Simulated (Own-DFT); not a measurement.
# How strain changes the stress of grey tin, 64 atoms (Sn64)

Calculated results; nothing here was measured. They come from Own-DFT, an in-house plane-wave density functional program, since retired, whose code no person has reviewed. Each row is one single-point run on a periodic cell that was not relaxed, without spin or spin-orbit coupling.

Settings of every run: PBE; PseudoDojo norm-conserving scalar-relativistic files; cutoff 42 hartree; 3 x 3 x 3 k mesh centred on Gamma; cold (Marzari-Vanderbilt) smearing of 0.2 eV.

Known limits: forces on such cells moved up to 12 meV/angstrom on a denser k mesh; stress not checked against mesh or cutoff.

Unstrained cell vectors in Å: (12.978, 0.000, 0.000); (0.000, 12.978, 0.000); (0.000, 0.000, 12.978). The unstrained cell has measured lattice constants (interpolated for alloys), not those of this functional. That, the random moves and any unrelaxed bonds set the pressure at no strain. Each run strains this cell uniformly, with the atoms carried along. Every atom was also moved at random, by a Gaussian of width 0.05 Å on each axis. Strain is the symmetric tensor, in per cent. Stress is positive in tension, and the pressure is minus a third of its trace.

| run | e_xx (%) | e_yy (%) | e_zz (%) | e_yz (%) | e_xz (%) | e_xy (%) | s_xx (GPa) | s_yy (GPa) | s_zz (GPa) | s_yz (GPa) | s_xz (GPa) | s_xy (GPa) | P (GPa) | E (meV/atom) |
|---|---|---|---|---|---|---|---|---|---|---|---|---|---|---|
| 1 | -0.63 | 0.03 | 1.58 | 1.69 | -1.27 | 1.78 | -3.64 | -3.41 | -3.00 | 1.58 | -1.52 | 1.92 | 3.35 | 23.7 |
| 2 | -0.41 | -1.08 | -1.37 | 0.11 | 1.64 | -1.02 | -5.08 | -5.31 | -5.36 | 0.28 | 1.48 | -1.39 | 5.25 | 41.0 |
| 3 | 0.44 | 0.04 | -0.80 | 0.63 | -0.04 | -0.65 | -3.68 | -3.89 | -3.98 | 1.03 | 0.41 | -0.66 | 3.85 | 18.4 |
| 4 | -0.36 | 1.14 | 1.10 | -1.86 | -0.61 | -1.24 | -3.07 | -2.62 | -2.61 | -1.71 | -0.68 | -1.59 | 2.77 | 3.8 |
| 5 | 1.41 | -1.79 | -0.61 | 1.51 | -1.06 | 1.05 | -3.90 | -4.78 | -4.46 | 1.73 | -1.39 | 1.92 | 4.38 | 38.7 |
| 6 | 1.43 | 0.77 | -1.99 | 0.38 | 1.50 | 0.90 | -3.21 | -3.41 | -4.15 | 0.66 | 1.80 | 0.33 | 3.59 | 16.6 |
| 7 | 0.17 | 1.24 | 0.27 | 0.76 | 0.23 | -0.24 | -3.00 | -2.62 | -2.90 | 1.05 | 0.44 | -0.01 | 2.84 | 3.4 |
| 8 | -0.68 | 0.86 | -0.57 | 1.70 | -0.62 | -1.85 | -4.11 | -3.71 | -4.11 | 1.75 | -0.28 | -1.63 | 3.98 | 26.7 |
| 9 | -1.41 | 0.76 | 0.69 | -1.18 | -0.63 | -0.22 | -3.97 | -3.40 | -3.40 | -1.24 | -0.51 | -0.34 | 3.59 | 8.5 |
| 10 | 1.66 | -1.56 | 0.52 | 0.76 | -0.96 | -0.37 | -2.91 | -3.82 | -3.29 | 0.97 | -1.39 | -0.05 | 3.34 | 9.7 |
| 11 | 0.81 | -1.18 | -1.50 | 1.89 | -0.49 | 0.36 | -4.29 | -4.93 | -4.96 | 1.97 | -0.67 | 0.27 | 4.73 | 33.2 |
| 12 | -1.85 | -1.10 | -0.74 | -0.91 | 1.92 | -0.52 | -6.00 | -5.78 | -5.72 | -1.01 | 1.54 | -0.33 | 5.83 | 58.5 |
| 13 | -0.23 | -1.54 | 1.89 | 1.31 | 1.95 | 0.45 | -3.87 | -4.23 | -3.33 | 1.14 | 2.62 | 0.46 | 3.81 | 31.2 |
| 14 | -0.71 | -1.41 | -0.97 | 1.37 | 1.72 | -0.66 | -5.43 | -5.60 | -5.47 | 1.75 | 1.83 | -0.64 | 5.50 | 53.6 |
| 15 | -0.92 | 1.46 | 0.13 | 1.27 | 0.64 | -1.97 | -3.81 | -3.15 | -3.47 | 1.56 | 0.61 | -2.30 | 3.48 | 23.1 |
| 16 | 0.37 | -0.51 | 1.94 | -0.68 | -0.10 | -1.19 | -2.83 | -3.07 | -2.33 | -0.72 | -0.08 | -1.28 | 2.74 | 0.0 |
| 17 | -1.01 | -0.71 | 1.17 | -1.57 | -0.99 | 1.20 | ? | ? | ? | ? | ? | ? | ? | ? |

E is the free energy for each atom above the lowest run shown.

## Worked fit

Each stress component was fitted by least squares to a constant and the strains of the runs shown, as fractions, with shears doubled. Shear strains stay in the fit of a normal stress only where such slopes are resolved. The slopes, in GPa:

```
stress  at no strain  per e_xx  per e_yy  per e_zz  scatter
  s_xx          -3.8    75 ± 3    46 ± 2    43 ± 2     0.10
  s_yy          -3.8    47 ± 2    74 ± 2    44 ± 2     0.07
  s_zz          -3.7    48 ± 2    48 ± 2    71 ± 2     0.09
```

Each shear stress against twice its own strain: yz 51 ± 2, xz 59 ± 4, xy 50 ± 4 GPa. These are stiffnesses along x, y and z of the frame in which the cell vectors are given, which need not be the crystal's axes. The atoms are held to the strained lattice; where symmetry lets them move under strain, relaxing them would lower some slopes. The table should be nearly symmetric about its diagonal, and what it lacks of that shows the noise. A ninth of its sum, 55 ± 1 GPa, estimates the bulk modulus near the mean pressure of these runs, 3.9 GPa, so it lies above the value at zero pressure.

## Withheld run

Question: what normal stresses and pressure should run 17 give?

The fit gives s_xx = -4.4, s_yy = -4.3, s_zz = -3.7 and P = 4.1 GPa. The calculation gave -4.27, -4.23, -3.65 and P = 4.05 GPa.
